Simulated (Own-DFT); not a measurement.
# One host, several defects: 4H SiC

Source: density functional calculations with Own-DFT, an unreviewed in-house program that is no longer used. Nothing was measured or relaxed, and spin and spin-orbit coupling are left out.

Settings: PBE; PseudoDojo norm-conserving scalar-relativistic files; cutoff 42 hartree; 4 x 4 x 3 k mesh centred on Gamma; Fermi-Dirac smearing of 0.1 eV.

Known weak points (not all hold for every row): not probed for a lower state with spin; forces on such cells failed a check on a denser k mesh; forces on such cells passed a denser k mesh, each cell not checked; stress not checked against mesh or cutoff.

All runs share one cell, with vectors in Å (9.248, 0.000, 0.000); (-4.624, 8.009, 0.000); (0.000, 0.000, 10.068) and a volume of 745.7 Å³. The atoms are randomly displaced, by u rms on each axis. The defect's site can differ from row to row.

```
cell,formula,u (Å),P (GPa)
no defect,C36Si36,0.0294,3.59
no defect,C36Si36,0.0559,6.10
no defect,C36Si36,0.0600,5.95
two Al on a Si site each,Al2C36Si34,0.0297,5.91
two Al on a Si site each,Al2C36Si34,0.0302,5.68
two Al on a Si site each,Al2C36Si34,0.0447,6.83
two N on a C site each,C34N2Si36,0.0309,2.59
two N on a C site each,C34N2Si36,0.0320,2.88
two N on a C site each,C34N2Si36,0.0483,4.44
two N on a C site each,C34N2Si36,0.0531,?
one C on a Si site,C37Si35,0.0496,3.03
one C on a Si site,C37Si35,0.0512,3.06
one C on a Si site,C37Si35,0.0515,3.92
one C vacancy,C35Si36,0.0282,3.45
one C vacancy,C35Si36,0.0489,4.84
one C vacancy,C35Si36,0.0509,5.03
```

## Fit

P = P0 + c u² + a shift for each defect gives P0 = 2.73 GPa, c = 982 ± 102 GPa/Å² and a scatter of 0.29 GPa. The shifts, and each times the cell's volume:

- two Al on a Si site each: 2.17 ± 0.27 GPa, 10.1 eV (5.0 eV for each of its 2 sites)
- one C vacancy: -0.18 ± 0.25 GPa, -0.8 eV (not resolved)
- two N on a C site each: -0.84 ± 0.26 GPa, -3.9 eV (-1.9 eV for each of its 2 sites)
- one C on a Si site: -1.92 ± 0.24 GPa, -9.0 eV

A positive shift means that the defect pushes the cell outwards. Shift times volume (160.2 GPa Å³ is 1 eV) depends little on the cell's size, so, taken for each site, it can be compared between cells at like pressure. The atoms around the defects weren't relaxed, which would change these numbers.

## Check

The question: what pressure belongs in the blank (two N on a C site each, u = 0.0531 Å)?

The fitted form gives 4.66 ± 0.37 GPa. DFT gave 4.59 GPa.
